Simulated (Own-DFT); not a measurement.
Si4SnGe11 (diamond-structure random alloy, atoms displaced) (calculated)

A calculation, not a measurement: plane-wave density functional theory by an unreviewed code, no spin, of a simulated periodic cell, stress positive in tension, run twice, with PBE and with PBEsol, both on files made for PBE, so the change isn't that of files made for PBEsol, forces on such cells moved up to 12 meV/angstrom on a denser k mesh; the far tail of each file's local potential was reset to the Coulomb form; each entry is a single point on an unrelaxed cell, so the pressure reflects the starting lattice, mostly measured values (interpolated for alloys), from which strain is counted, and rises with the displacements; printed positions are rounded, which can move forces by about a meV/angstrom; the program, named Own-DFT, is a retired in-house code; no spin-orbit coupling; stress was not checked against mesh or cutoff. Program: Own-DFT development build.

```cif
# cell vector a (Å): 11.3064 0.0000 0.0000
# cell vector b (Å): 0.0000 11.3064 0.0000
# cell vector c (Å): 0.0000 0.0000 11.3064
data_Si4SnGe11
_symmetry_space_group_name_H-M 'P 1'
_symmetry_Int_Tables_number 1
_cell_length_a 11.3064
_cell_length_b 11.3064
_cell_length_c 11.3064
_cell_angle_alpha 90.000
_cell_angle_beta 90.000
_cell_angle_gamma 90.000
_cell_volume 1445.35
loop_
_atom_site_label
_atom_site_type_symbol
_atom_site_fract_x
_atom_site_fract_y
_atom_site_fract_z
_atom_site_occupancy
Ge1 Ge 0.99886 0.99469 0.99977 1
Sn1 Sn 0.99793 0.25407 0.25137 1
Si1 Si 0.25432 0.00065 0.24606 1
Sn2 Sn 0.25279 0.24966 0.99931 1
Ge2 Ge 0.12166 0.12731 0.12703 1
Ge3 Ge 0.12253 0.37498 0.37582 1
Si2 Si 0.37035 0.12061 0.36895 1
Si3 Si 0.37374 0.37492 0.12221 1
Ge4 Ge 0.99839 0.00063 0.50043 1
Ge5 Ge 0.99934 0.24985 0.74901 1
Ge6 Ge 0.25203 0.99684 0.74557 1
Ge7 Ge 0.25129 0.24789 0.49874 1
Ge8 Ge 0.12569 0.13018 0.62361 1
Ge9 Ge 0.12305 0.37271 0.87501 1
Ge10 Ge 0.37803 0.12657 0.87552 1
Ge11 Ge 0.37381 0.37882 0.62431 1
Si4 Si 0.00341 0.50463 0.00072 1
Ge12 Ge 0.99893 0.74689 0.24700 1
Ge13 Ge 0.25146 0.50379 0.24464 1
Ge14 Ge 0.24583 0.75040 0.00136 1
Si5 Si 0.12504 0.62557 0.12497 1
Ge15 Ge 0.12368 0.87443 0.36966 1
Si6 Si 0.37619 0.62166 0.37626 1
Ge16 Ge 0.37415 0.87322 0.12228 1
Si7 Si 0.00126 0.50262 0.49686 1
Ge17 Ge 0.00190 0.75628 0.74883 1
Ge18 Ge 0.24988 0.50014 0.74894 1
Ge19 Ge 0.24936 0.74948 0.49935 1
Ge20 Ge 0.12244 0.62123 0.62302 1
Ge21 Ge 0.12864 0.87319 0.87795 1
Ge22 Ge 0.38134 0.62354 0.86959 1
Ge23 Ge 0.37885 0.87235 0.62928 1
Si8 Si 0.49743 0.00110 0.99841 1
Ge24 Ge 0.49526 0.24594 0.25077 1
Ge25 Ge 0.75105 0.00220 0.24490 1
Ge26 Ge 0.75519 0.24850 0.00057 1
Ge27 Ge 0.62518 0.12671 0.12180 1
Si9 Si 0.62249 0.37102 0.37536 1
Ge28 Ge 0.87320 0.12521 0.37787 1
Ge29 Ge 0.87476 0.37198 0.12505 1
Si10 Si 0.49653 0.00147 0.49641 1
Sn3 Sn 0.50092 0.24599 0.75151 1
Ge30 Ge 0.74475 0.99920 0.74735 1
Ge31 Ge 0.74834 0.25324 0.49784 1
Ge32 Ge 0.62351 0.12681 0.62431 1
Ge33 Ge 0.62586 0.37134 0.87586 1
Si11 Si 0.87576 0.12511 0.87226 1
Sn4 Sn 0.87653 0.37734 0.61976 1
Ge34 Ge 0.50059 0.50398 0.99960 1
Ge35 Ge 0.50117 0.75220 0.24779 1
Ge36 Ge 0.74613 0.49781 0.24529 1
Ge37 Ge 0.74874 0.74688 0.99797 1
Si12 Si 0.62412 0.62072 0.12234 1
Ge38 Ge 0.62576 0.87587 0.37703 1
Ge39 Ge 0.87663 0.62407 0.37762 1
Ge40 Ge 0.87601 0.87765 0.12693 1
Si13 Si 0.49926 0.50145 0.50256 1
Si14 Si 0.49706 0.75354 0.74702 1
Si15 Si 0.74935 0.50430 0.75473 1
Ge41 Ge 0.75227 0.74838 0.50447 1
Ge42 Ge 0.62720 0.62357 0.62259 1
Ge43 Ge 0.62335 0.87243 0.87309 1
Ge44 Ge 0.87745 0.62344 0.87393 1
Si16 Si 0.87305 0.87790 0.62253 1
_calc_functional 'PBE, then PBEsol'
_calc_potential_files 'PseudoDojo norm-conserving, scalar-relativistic, standard set'
_calc_wave_cutoff 49  # hartree
_calc_occupations 'Fermi-Dirac'
_calc_smearing_width 0.1  # eV
_calc_k_mesh '3 x 3 x 3 centred on Gamma'
_calc_PBE_pressure 3.85  # GPa
_calc_PBE_stress_xx -3.91  # GPa
_calc_PBE_stress_yy -3.76  # GPa
_calc_PBE_stress_zz -3.89  # GPa
_calc_PBE_stress_yz 0.06  # GPa
_calc_PBE_stress_xz -0.3  # GPa
_calc_PBE_stress_xy 0.05  # GPa
_calc_PBEsol_pressure 1.19  # GPa
_calc_PBEsol_stress_xx -1.24  # GPa
_calc_PBEsol_stress_yy -1.11  # GPa
_calc_PBEsol_stress_zz -1.23  # GPa
_calc_PBEsol_stress_yz 0.05  # GPa
_calc_PBEsol_stress_xz -0.3  # GPa
_calc_PBEsol_stress_xy 0.04  # GPa
_calc_rms_change_of_force_components_from_PBE_to_PBEsol 0.043  # eV/angstrom
```

Force:
```tsv
force element	PBE force x (eV/Å)	PBE force y (eV/Å)	PBE force z (eV/Å)	PBEsol force x (eV/Å)	PBEsol force y (eV/Å)	PBEsol force z (eV/Å)
Ge	0.039	0.946	-0.389	0.065	0.886	-0.339
Sn	-0.084	-0.815	0.463	-0.084	-0.792	0.447
Si	-0.723	-0.129	0.079	-0.759	-0.175	0.024
Sn	-0.492	-0.036	0.347	-0.527	-0.079	0.281
Ge	0.59	-2.257	-0.188	0.545	-2.164	-0.213
Ge	1.53	1.626	1.004	1.507	1.54	0.945
Si	0.244	-0.189	0.614	0.249	-0.099	0.608
Si	1.285	1.27	1.198	1.263	1.246	1.175
Ge	0.103	-0.244	0.061	0.125	-0.195	0.019
Ge	0.415	-0.861	0.988	0.448	-0.801	0.921
Ge	-0.214	0.554	0.584	-0.201	0.535	0.568
Ge	0.347	0.29	-0.524	0.291	0.316	-0.469
Ge	-0.014	-0.817	0.215	-0.015	-0.788	0.205
Ge	-0.85	1.447	-0.561	-0.792	1.37	-0.583
Ge	-0.484	-2.884	0.157	-0.498	-2.763	0.119
Ge	-0.231	0.305	-0.818	-0.265	0.265	-0.751
Si	-0.179	-0.47	0.132	-0.22	-0.502	0.083
Ge	0.128	-0.053	0.025	0.087	-0.008	0.064
Ge	0.139	-0.364	0.484	0.106	-0.383	0.498
Ge	0.625	-0.916	-0.09	0.636	-0.837	-0.12
Si	-0.223	-0.137	-0.297	-0.176	-0.094	-0.244
Ge	0.513	0.405	0.067	0.463	0.36	0.098
Si	0.226	0.376	-0.118	0.175	0.408	-0.155
Ge	0.183	0.656	0.038	0.178	0.572	0.035
Si	0.962	0.56	-0.762	0.947	0.55	-0.753
Ge	-0.461	-0.323	-0.333	-0.412	-0.349	-0.286
Ge	-0.363	-0.028	0.164	-0.348	-0.033	0.152
Ge	0.282	-0.259	-0.183	0.237	-0.226	-0.145
Ge	0.018	0.51	-0.009	0.06	0.532	0.029
Ge	-0.235	0.492	-0.571	-0.23	0.469	-0.55
Ge	-0.682	0.696	0.179	-0.69	0.628	0.206
Ge	-0.148	0.379	-1.241	-0.221	0.383	-1.203
Si	0.385	-0.314	0.006	0.377	-0.305	0.004
Ge	0.095	0.66	-0.028	0.13	0.613	-0.065
Ge	-0.307	-0.011	0.802	-0.288	-0.008	0.778
Ge	-0.107	-0.141	-0.624	-0.141	-0.1	-0.561
Ge	-0.465	-0.388	-0.15	-0.413	-0.349	-0.112
Si	-0.521	0.644	-0.039	-0.472	0.591	-0.07
Ge	-0.899	-0.786	0.385	-0.868	-0.76	0.374
Ge	-0.653	2.051	-1.595	-0.669	1.954	-1.516
Si	0.02	0.079	0.13	0.061	0.043	0.17
Sn	-0.278	1.152	-0.671	-0.269	1.118	-0.644
Ge	0.889	0.096	0.108	0.796	0.1	0.104
Ge	-1.206	-1.116	-0.893	-1.126	-1.124	-0.832
Ge	0.791	-1.4	-1.893	0.799	-1.332	-1.796
Ge	1.267	1.615	0.884	1.199	1.537	0.888
Si	-0.057	-0.526	0.085	-0.057	-0.514	0.085
Sn	-0.412	0.864	0.825	-0.406	0.749	0.805
Ge	0.075	-0.891	0.335	0.061	-0.869	0.253
Ge	0.054	-0.948	0.311	0.048	-0.858	0.298
Ge	-0.185	-0.031	0.651	-0.11	-0.044	0.63
Ge	0.074	-0.024	0.517	0.105	0.008	0.463
Si	0.01	0.806	0.25	0.011	0.791	0.239
Ge	-0.023	0.228	-0.098	0.006	0.187	-0.133
Ge	-0.265	-0.218	-0.438	-0.286	-0.171	-0.457
Ge	-0.409	-0.778	-0.408	-0.388	-0.747	-0.396
Si	0.195	-0.344	-0.893	0.201	-0.341	-0.794
Si	0.98	-0.778	0.196	0.96	-0.761	0.193
Si	-0.595	-0.066	0.229	-0.586	-0.058	0.227
Ge	0.155	0.503	-0.376	0.115	0.445	-0.401
Ge	-0.636	0.019	0.897	-0.582	0.059	0.839
Ge	-0.585	0.193	0.271	-0.505	0.194	0.261
Ge	0.164	0.192	0.038	0.156	0.254	0.041
Si	0.203	-0.075	0.469	0.198	-0.072	0.458
```
